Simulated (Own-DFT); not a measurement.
# Biaxial strain at fixed height in wurtzite AlN, 72 atoms (Al36N36)

Everything here is calculated. The program is Own-DFT (plane waves, in-house, since retired, never reviewed by a person); positions were held fixed, and spin and spin-orbit coupling were off.

Method: PBE; PseudoDojo norm-conserving scalar-relativistic files; cutoff 42 hartree; 3 x 3 x 2 k mesh centred on Gamma; Fermi-Dirac smearing of 0.1 eV.

Known weak points: forces on such cells moved up to 12 meV/angstrom on a denser k mesh; stress not checked against mesh or cutoff.

Unstrained cell vectors in Å: (9.336, 0.000, 0.000); (-4.668, 8.085, 0.000); (0.000, 0.000, 9.964). The unstrained cell has measured lattice constants (interpolated for alloys), not those of this functional. That, the random moves and any unrelaxed bonds set the pressure at no strain. Each run strains x and y alike by e, as a substrate would, and holds the height along z. Each coordinate of each atom was shifted by a normal deviate of width 0.05 Å. Stress is positive in tension.

```
e (%),u (Å),(s_xx + s_yy)/2 (GPa),s_zz (GPa)
-2.75,0.053,-24.24,-11.18
-2.25,0.051,-20.32,-9.03
-1.75,0.048,-16.58,-8.56
-1.50,0.049,-15.50,-7.53
-1.00,0.046,-11.21,-6.59
1.25,0.051,0.71,-3.59
1.50,0.049,?,?
1.75,0.051,2.55,-1.27
2.00,0.048,5.41,-3.29
2.75,0.048,8.26,-0.91
```

## Fit

With e as a fraction, the in-plane stress is -5.8 + 582 e - 2928 e² GPa (errors 11 and 916, scatter 0.62), and s_zz is -5.5 + 171 e GPa (slope ± 14, scatter 0.83). At e = 0 the first slope is C11 + C12 and the second 2 C13, both with the ions held to the strained lattice and at the cell's own pressure. The term in e² is negative: the layer stiffens under compression and softens under tension. A free layer would change its height as e changes, and the in-plane slope would drop by 2 C13²/C33 to the biaxial modulus. At fixed height, a misfit of 1 % moves the in-plane stress by about 5.8 GPa and s_zz by 1.7 GPa.

## The run left out

Q: what are the two stresses at e = 1.50 %?

The fitted form gives 2.3 and -2.9 GPa. Computed: 1.95 and -2.07 GPa.
